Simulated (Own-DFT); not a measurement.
# How strain changes the stress of wurtzite GaN, 72 atoms (Ga36N36)

Calculated results; nothing here was measured. They come from Own-DFT, an in-house plane-wave density functional program, since retired, whose code no person has reviewed. Each row is one single-point run on a periodic cell that was not relaxed, without spin or spin-orbit coupling.

Settings of every run: PBE; PseudoDojo norm-conserving scalar-relativistic files (stringent for Ga); cutoff 96 hartree; 4 x 4 x 3 k mesh centred on Gamma; Gaussian smearing of 0.01 eV.

Known limits: forces not confirmed at this smearing and k mesh; stress not checked against mesh or cutoff.

Unstrained cell vectors in Å: (9.567, 0.000, 0.000); (-4.784, 8.285, 0.000); (0.000, 0.000, 10.370). The unstrained cell has measured lattice constants (interpolated for alloys), not those of this functional. That, the random moves and any unrelaxed bonds set the pressure at no strain. Each run strains this cell uniformly, with the atoms carried along. Every atom was also moved at random, by a Gaussian of width 0.05 Å on each axis. Strain is the symmetric tensor, in per cent. Stress is positive in tension, and the pressure is minus a third of its trace.

```
run,e_xx (%),e_yy (%),e_zz (%),e_yz (%),e_xz (%),e_xy (%),s_xx (GPa),s_yy (GPa),s_zz (GPa),s_yz (GPa),s_xz (GPa),s_xy (GPa),P (GPa),E (meV/atom)
1,-0.64,-0.22,1.00,0.28,0.43,0.14,-8.87,-8.78,-3.19,0.16,0.70,0.20,6.95,15.7
2,0.56,-1.79,0.62,1.94,-1.81,0.20,-7.57,-11.95,-6.60,3.77,-4.82,1.03,8.71,35.7
3,1.51,0.23,1.52,-1.14,1.61,0.12,-0.28,-1.85,-0.61,-2.05,3.76,0.94,0.91,5.5
4,1.44,1.90,1.38,-1.75,0.00,1.75,0.55,2.23,1.22,-3.56,-0.12,4.81,-1.34,12.7
5,-1.38,-0.23,-1.79,-0.79,-0.89,0.43,-16.13,-11.56,-15.63,-2.80,-2.06,-0.12,14.44,50.5
6,-1.45,0.21,1.84,-1.59,-0.65,-1.15,-12.30,-6.21,-0.70,-3.29,-1.76,-3.08,6.40,31.8
7,1.50,-0.03,0.16,-0.21,-1.26,-0.95,-0.22,-7.10,-5.17,-0.50,-2.28,-2.35,4.16,15.4
8,1.33,0.29,1.01,1.77,-0.11,1.60,-1.32,-4.11,-1.16,3.57,-0.11,3.31,2.20,11.0
9,-1.20,-1.12,1.70,-1.79,0.22,0.20,-12.67,-11.47,-1.56,-3.68,1.32,-0.10,8.57,23.7
10,-1.77,1.60,1.81,-1.64,1.74,-0.22,-11.69,-1.41,0.16,-2.61,3.75,-1.74,4.32,22.6
11,1.33,0.79,1.19,-1.36,1.66,1.42,-0.19,-3.10,-0.60,-2.00,2.59,5.14,1.30,15.6
12,1.19,-0.22,0.15,-0.78,-0.87,0.33,-2.71,-6.36,-4.26,-1.38,-1.46,0.61,4.44,0.0
13,-1.96,-0.45,0.71,-1.72,1.84,-1.32,-15.43,-11.21,-6.26,-4.42,3.56,-5.21,10.96,45.8
14,-0.09,-0.47,0.77,1.11,1.95,1.60,-7.61,-9.64,-3.48,2.51,3.57,5.63,6.91,22.9
15,0.07,1.34,-0.92,1.19,1.52,-0.20,?,?,?,?,?,?,?,?
```

E is the free energy for each atom above the lowest run shown.

## Worked fit

Each stress component was fitted by least squares to a constant and the strains of the runs shown, as fractions, with shears doubled. Shear strains stay in the fit of a normal stress only where such slopes are resolved. The slopes, in GPa:

```
stress  at no strain  per e_xx  per e_yy  per e_zz  scatter
  s_xx          -7.8  416 ± 14  102 ± 22   92 ± 22     0.71
  s_yy          -7.7  113 ± 19  356 ± 29  114 ± 29     0.93
  s_zz          -6.9   78 ± 15   88 ± 23  394 ± 23     0.75
```

Each shear stress against twice its own strain: yz 102 ± 7, xz 103 ± 9, xy 142 ± 17 GPa. These are stiffnesses along x, y and z of the frame in which the cell vectors are given, which need not be the crystal's axes. The atoms are held to the strained lattice; where symmetry lets them move under strain, relaxing them would lower some slopes. The table should be nearly symmetric about its diagonal, and what it lacks of that shows the noise. A ninth of its sum, 195 ± 4 GPa, estimates the bulk modulus near the mean pressure of these runs, 5.6 GPa, so it lies above the value at zero pressure.

## Withheld run

Question: what normal stresses and pressure should run 15 give?

The fit gives s_xx = -7.0, s_yy = -3.9, s_zz = -9.2 and P = 6.7 GPa. The calculation gave -4.59, -3.76, -10.53 and P = 6.29 GPa.
